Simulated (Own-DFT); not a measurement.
# Computed records: SiC (2H silicon carbide, strained, atoms displaced)

A calculation, not a measurement: plane-wave PBE density functional theory by an unreviewed code, no spin, of a simulated periodic cell, stress positive in tension, free energy of the whole cell less one offset for each atom, forces on such cells passed a denser k mesh, this cell's mesh not checked; offsets are fitted by least squares, one for each functional and potential file, so energies compare only between cells with the same atoms and settings and are not formation energies; the far tail of each file's local potential was reset to the Coulomb form; each entry is a single point on an unrelaxed cell, so the pressure reflects the starting lattice, mostly measured values (interpolated for alloys), from which strain is counted, and rises with the displacements; printed positions are rounded, which can move forces by about a meV/angstrom; the program, named Own-DFT, is a retired in-house code; no spin-orbit coupling. Program: Own-DFT development build.

Entry: SiC (2H silicon carbide, strained, atoms displaced)

```xyz
72
Lattice="9.2434 -0.1422 0.1712 -4.7448 8.1173 -0.1327 0.1864 -0.0593 10.1147" Properties=species:S:1:pos:R:3 SiC
Si     0.2265     0.0152    10.0525
Si     0.0191     1.7910     2.5129
C      4.5468     7.9045     1.9002
C      0.0753     1.7393     4.4587
Si     4.5744     7.9055     4.9944
Si     0.0740     1.7020     7.6259
C      0.2203     0.0574     6.9825
C      0.1583     1.6007     9.5275
Si    -1.5772     2.7027    -0.0263
Si    -1.5836     4.4709     2.5003
C     -1.5480     2.7062     1.7874
C     -1.5466     4.4653     4.3402
Si     7.7651     2.4980     5.1671
Si    -1.5190     4.4387     7.4575
C     -1.4196     2.6909     6.9548
C     -1.4302     4.4326     9.3942
Si    -3.1098     5.3235    -0.0869
Si    -3.1195     7.1808     2.5088
C     -3.0551     5.4997     1.7982
C     -3.0776     7.2103     4.3910
Si    -3.1007     5.4533     4.9968
Si    -3.0614     7.1167     7.4083
C     -2.9709     5.3406     6.8604
C     -3.0257     7.1657     9.3871
Si     3.0513     0.0685     0.0694
Si     3.0653     1.7046     2.6084
C     -1.5998     8.0283     1.7924
C      3.1847     1.7202     4.5117
Si     3.0900     0.0031     5.1064
Si     3.2205     1.6718     7.6209
C      3.1979    -0.0110     6.9920
C      3.2073     1.7380     9.5512
Si     1.6697     2.5603    10.0899
Si     1.4908     4.4202     2.4535
C      1.4885     2.6005     1.8272
C      1.5960     4.4280     4.4826
Si     1.5052     2.6638     5.0080
Si     1.6804     4.3794     7.5074
C      1.6144     2.5583     6.9005
C      1.6381     4.4091     9.5196
Si    -0.0719     5.2962     0.0579
Si    -0.0158     7.2023     2.4844
C     -0.0575     5.2681     1.9239
C     -0.0138     7.1309     4.3810
Si    -0.0239     5.3105     5.0089
Si     0.1586     7.0821     7.4669
C      0.1047     5.2744     7.0243
C      0.1015     7.0061     9.3599
Si     1.4516     7.9022    -0.0104
Si     6.2353     1.5776     2.6453
C      1.4050     7.9662     1.9215
C      6.2361     1.6351     4.5437
Si     6.2176    -0.0464     5.1000
Si     6.2498     1.6649     7.6989
C      1.6043     7.8985     6.9192
C      6.2822     1.7606     9.5615
Si     4.5517     2.5660     0.0715
Si     4.5740     4.3355     2.5521
C      4.6363     2.6258     1.9107
C      4.6634     4.3032     4.4076
Si     4.7223     2.5877     5.0661
Si     4.6617     4.3392     7.5240
C      4.6636     2.5054     7.0525
C      4.6880     4.2757     9.4612
Si     2.9484     5.2784     0.1241
Si     3.0554     7.1835     2.5818
C      2.9867     5.3263     1.8868
C      3.0922     7.0454     4.3764
Si     3.0803     5.2711     4.9952
Si     3.1257     7.0639     7.6201
C      3.2201     5.3369     6.9589
C      3.1337     7.0671     9.4747
```

Here we set functional PBE, potential files PseudoDojo norm-conserving, scalar-relativistic, standard set, wave cutoff 42 hartree, occupations Fermi-Dirac, smearing width 0.1 eV, hardware one NVIDIA H100 and k mesh 4 x 4 x 3 centred on Gamma.

It finds free energy of cell above offsets -4.610 eV; pressure 3.7 GPa; stress xx -4.44 GPa; stress yy -3.28 GPa; stress zz -3.39 GPa; stress yz -1.57 GPa; stress xz 5.69 GPa; stress xy -7.22 GPa; wall time 346.9 s.

Force:
```tsv
element	x (eV/Å)	y (eV/Å)	z (eV/Å)
Si	-0.569	-5.804	1.799
Si	-0.795	-0.992	-0.436
C	0.93	1.876	0.696
C	-1.379	-0.216	-2.123
Si	0.396	1.211	2.743
Si	0.987	1.903	-0.283
C	-1.789	-3.331	-1.835
C	-0.757	5.669	-1.945
Si	-0.361	0.136	-1.753
Si	-0.811	0.07	-0.871
C	0.171	-0.725	2.359
C	-0.37	-0.454	1.233
Si	0.205	0.965	1.073
Si	2.216	0.218	2.151
C	-0.803	-1.331	-1.375
C	0.719	-0.94	0.466
Si	-1.756	1.994	-0.667
Si	-0.229	0.443	-1.91
C	-1.069	-2.545	0.689
C	-1.348	-0.826	-1.265
Si	0.749	-1.899	-1.028
Si	0.75	1.641	2.233
C	-1.602	0.498	-1.037
C	0.601	-0.842	-0.678
Si	0.619	-3.021	-1.383
Si	0.74	0.399	-1.013
C	0.124	1.007	1.315
C	-1.62	0.837	-1.563
Si	2.929	-0.533	1.23
Si	-2.502	0.309	0.57
C	1.069	-2.651	-0.242
C	0.053	-0.946	-0.99
Si	-0.193	1.221	-0.253
Si	0.219	-0.584	1.365
C	1.436	0.676	1.785
C	-2.112	-0.502	-2.162
Si	2.748	-0.425	1.715
Si	-0.69	-0.363	1.464
C	0.522	1.054	1.339
C	-0.05	-1.583	-0.822
Si	-0.776	1.111	-2.188
Si	-3.397	-3.034	0.946
C	0.531	1.901	-0.357
C	-1.126	0.195	0.044
Si	1.065	0.736	0.888
Si	-3.396	-0.656	1.506
C	-0.68	0.328	-2.77
C	-0.494	1.422	1.996
Si	-1.607	2.116	-0.841
Si	-1.184	2.404	-1.147
C	3.622	1.112	-1.511
C	0.283	1.317	-1.026
Si	0.936	-3.159	1.971
Si	0.298	-0.61	-0.012
C	1.197	2.756	-1.327
C	0.681	-2.887	0.654
Si	0.475	1.8	-0.776
Si	0.801	1.688	-0.944
C	-0.179	-1.65	1.568
C	-0.241	1.754	1.23
Si	-0.894	-0.567	1.51
Si	0.624	-0.438	2.352
C	2.392	1.666	-2.208
C	0.236	1.054	1.307
Si	1.677	0.584	-3.759
Si	-1.161	-2.387	-1.929
C	1.158	0.166	2.588
C	-1.075	0.57	1.164
Si	1.499	0.313	1.317
Si	0.971	0.593	-0.478
C	-0.835	-0.868	-1.358
C	1.217	-0.941	1.002
```
